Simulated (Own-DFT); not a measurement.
# Misfit strain and the stress it brings: wurtzite AlN, 72 atoms (Al36N36)

The numbers are computed, not measured, by runs of the plane-wave DFT program Own-DFT (in-house, retired, unreviewed) at fixed positions, with no spin and no spin-orbit coupling.

Settings: PBE; PseudoDojo norm-conserving scalar-relativistic files; cutoff 42 hartree; 3 x 3 x 2 k mesh centred on Gamma; Fermi-Dirac smearing of 0.1 eV.

Caveats: forces on such cells moved up to 12 meV/angstrom on a denser k mesh; stress not checked against mesh or cutoff.

Unstrained cell vectors in Å: (9.336, 0.000, 0.000); (-4.668, 8.085, 0.000); (0.000, 0.000, 9.964). The unstrained cell has measured lattice constants (interpolated for alloys), not those of this functional. That, the random moves and any unrelaxed bonds set the pressure at no strain. Each run strains x and y alike by e, as a substrate would, and holds the height along z. Each atom got a random Gaussian move of width 0.05 Å along each axis. Stress is positive in tension.

```
e (%)  u (Å)  (s_xx + s_yy)/2 (GPa)  s_zz (GPa)
-3.00  0.050                 -25.56      -11.88
-2.25  0.046                 -19.32       -9.65
-2.00  0.049                 -18.59       -8.04
-1.75  0.050                 -16.66       -7.96
-0.75  0.049                 -10.28       -5.60
-0.50  0.049                      ?           ?
 1.50  0.050                   2.13       -2.51
 2.25  0.050                   6.23       -3.10
 2.75  0.052                   8.50       -2.48
 3.00  0.049                  10.06       -3.11
```

## Fit

With e as a fraction, the in-plane stress is -5.9 + 583 e - 2046 e² GPa (errors 6 and 463, scatter 0.38), and s_zz is -4.2 + 148 e - 3645 e² GPa (slope ± 6, scatter 0.36). At e = 0 the first slope is C11 + C12 and the second 2 C13, both with the ions held to the strained lattice and at the cell's own pressure. The term in e² is negative: the layer stiffens under compression and softens under tension. A free layer would change its height as e changes, and the in-plane slope would drop by 2 C13²/C33 to the biaxial modulus. At fixed height, a misfit of 1 % moves the in-plane stress by about 5.8 GPa and s_zz by 1.5 GPa.

## Test on the hidden row

The question: what are the two stresses at e = -0.50 %?

The fit gives -8.8 and -5.0 GPa. Computed: -7.96 and -7.92 GPa. The miss is larger than the scatter suggests: chance, or a term that the fit lacks.
